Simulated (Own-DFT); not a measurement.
# How strain changes the stress of wurtzite AlN, 128 atoms (Al64N64)

All numbers below are calculated, not measured. The program, named Own-DFT, is a retired in-house plane-wave density functional code that no person has reviewed. Each row is one single-point run on a periodic cell that was not relaxed, without spin or spin-orbit coupling.

Settings of every run: PBE; PseudoDojo norm-conserving scalar-relativistic files; cutoff 42 hartree; 3 x 3 x 3 k mesh centred on Gamma; Gaussian smearing of 0.01 eV.

Known limits: k mesh not checked against a denser one; stress not checked against mesh or cutoff.

Unstrained cell vectors in Å: (12.448, 0.000, 0.000); (-6.224, 10.780, 0.000); (0.000, 0.000, 9.964). The unstrained cell has measured lattice constants (interpolated for alloys), not those of this functional. That, the random moves and any unrelaxed bonds set the pressure at no strain. Each run strains this cell uniformly, with the atoms carried along. Every atom was also moved at random, by a Gaussian of width 0.05 Å on each axis. Strain is the symmetric tensor, in per cent. Stress is positive in tension, and the pressure is minus a third of its trace.

| run | e_xx (%) | e_yy (%) | e_zz (%) | e_yz (%) | e_xz (%) | e_xy (%) | s_xx (GPa) | s_yy (GPa) | s_zz (GPa) | s_yz (GPa) | s_xz (GPa) | s_xy (GPa) | P (GPa) | E (meV/atom) |
|---|---|---|---|---|---|---|---|---|---|---|---|---|---|---|
| 1 | 0.45 | -1.63 | 1.52 | 0.14 | -0.07 | 1.12 | -4.35 | -11.09 | -0.45 | 1.01 | -0.57 | 4.32 | 5.30 | 9.0 |
| 2 | -0.21 | 1.05 | -1.19 | -1.57 | 1.06 | -0.09 | -7.70 | -3.63 | -8.09 | -4.03 | 1.72 | -1.66 | 6.48 | 20.8 |
| 3 | 0.43 | 1.37 | 1.91 | 1.87 | 0.57 | 1.84 | -1.85 | 2.20 | 3.44 | 4.31 | 1.60 | 6.11 | -1.26 | 18.8 |
| 4 | -0.85 | -1.84 | 1.33 | 0.03 | 0.17 | 1.56 | -9.75 | -14.28 | -2.17 | -0.10 | 0.32 | 4.39 | 8.73 | 14.8 |
| 5 | 1.65 | -1.48 | -1.64 | 1.45 | -1.36 | -1.82 | 0.33 | -12.22 | -17.02 | 4.52 | -2.99 | -6.62 | 9.64 | 34.3 |
| 6 | -0.92 | 1.27 | 1.96 | -1.21 | -0.77 | 1.92 | -8.80 | 0.81 | 1.90 | -2.58 | -2.24 | 8.00 | 2.03 | 26.5 |
| 7 | 1.71 | 1.30 | 0.31 | -0.38 | -0.41 | -1.88 | 3.16 | 1.41 | -1.92 | -0.69 | -0.92 | -5.61 | -0.88 | 0.2 |
| 8 | 1.58 | 1.42 | 1.98 | -1.16 | -0.42 | -1.75 | 2.71 | 3.01 | 5.48 | -2.45 | -1.14 | -4.90 | -3.73 | 6.2 |
| 9 | 1.80 | 1.69 | 0.55 | -1.37 | 1.54 | -0.55 | 3.73 | 3.94 | -1.19 | -2.57 | 3.65 | -1.87 | -2.16 | 16.5 |
| 10 | -0.83 | 1.34 | 0.83 | 0.19 | 1.69 | 1.20 | -7.22 | 0.69 | -2.66 | 0.43 | 4.80 | 5.30 | 3.06 | 1.5 |
| 11 | -1.42 | 0.08 | -1.32 | 0.12 | -1.83 | -1.35 | -13.81 | -8.01 | -13.56 | -0.30 | -4.37 | -4.44 | 11.79 | 27.6 |
| 12 | 1.70 | 0.14 | -1.64 | 0.67 | 1.30 | -1.42 | 0.95 | -4.19 | -12.01 | 0.89 | 3.38 | -4.06 | 5.08 | 18.4 |
| 13 | 2.00 | 0.68 | -0.14 | 0.93 | 0.83 | 0.84 | 3.91 | -0.08 | -4.87 | 1.96 | 2.18 | 3.00 | 0.35 | 0.0 |
| 14 | -1.03 | 1.38 | 1.87 | 1.05 | -1.20 | 1.60 | -7.73 | -1.64 | 3.67 | 2.92 | -2.71 | 6.23 | 1.90 | 15.2 |
| 15 | 1.23 | 0.44 | -0.64 | -1.53 | -1.43 | -1.18 | -0.78 | -1.97 | -7.60 | -4.19 | -3.48 | -4.67 | 3.45 | 11.0 |
| 16 | 0.77 | -0.26 | 0.84 | -0.99 | 1.10 | 1.08 | ? | ? | ? | ? | ? | ? | ? | ? |

E is the free energy for each atom above the lowest run shown.

## Worked fit

Each stress component was fitted by least squares to a constant and the strains of the runs shown, as fractions, with shears doubled. Shear strains stay in the fit of a normal stress only where such slopes are resolved. The slopes, in GPa:

| stress | at no strain | per e_xx | per e_yy | per e_zz | scatter |
|---|---|---|---|---|---|
| s_xx | -5.9 | 458 ± 15 | 59 ± 15 | 65 ± 14 | 0.67 |
| s_yy | -6.0 | 122 ± 21 | 434 ± 22 | 71 ± 20 | 0.95 |
| s_zz | -6.4 | 55 ± 30 | 123 ± 31 | 446 ± 28 | 1.32 |

Each shear stress against twice its own strain: yz 120 ± 8, xz 124 ± 5, xy 155 ± 16 GPa. These are stiffnesses along x, y and z of the frame in which the cell vectors are given, which need not be the crystal's axes. The atoms are held to the strained lattice; where symmetry lets them move under strain, relaxing them would lower some slopes. The table should be nearly symmetric about its diagonal, and what it lacks of that shows the noise. A ninth of its sum, 204 ± 5 GPa, estimates the bulk modulus near the mean pressure of these runs, 3.3 GPa, so it lies above the value at zero pressure.

## Withheld run

Question: what normal stresses and pressure should run 16 give?

The fit gives s_xx = -2.0, s_yy = -5.5, s_zz = -2.5 and P = 3.3 GPa. The calculation gave -2.39, -4.36, -2.47 and P = 3.07 GPa.
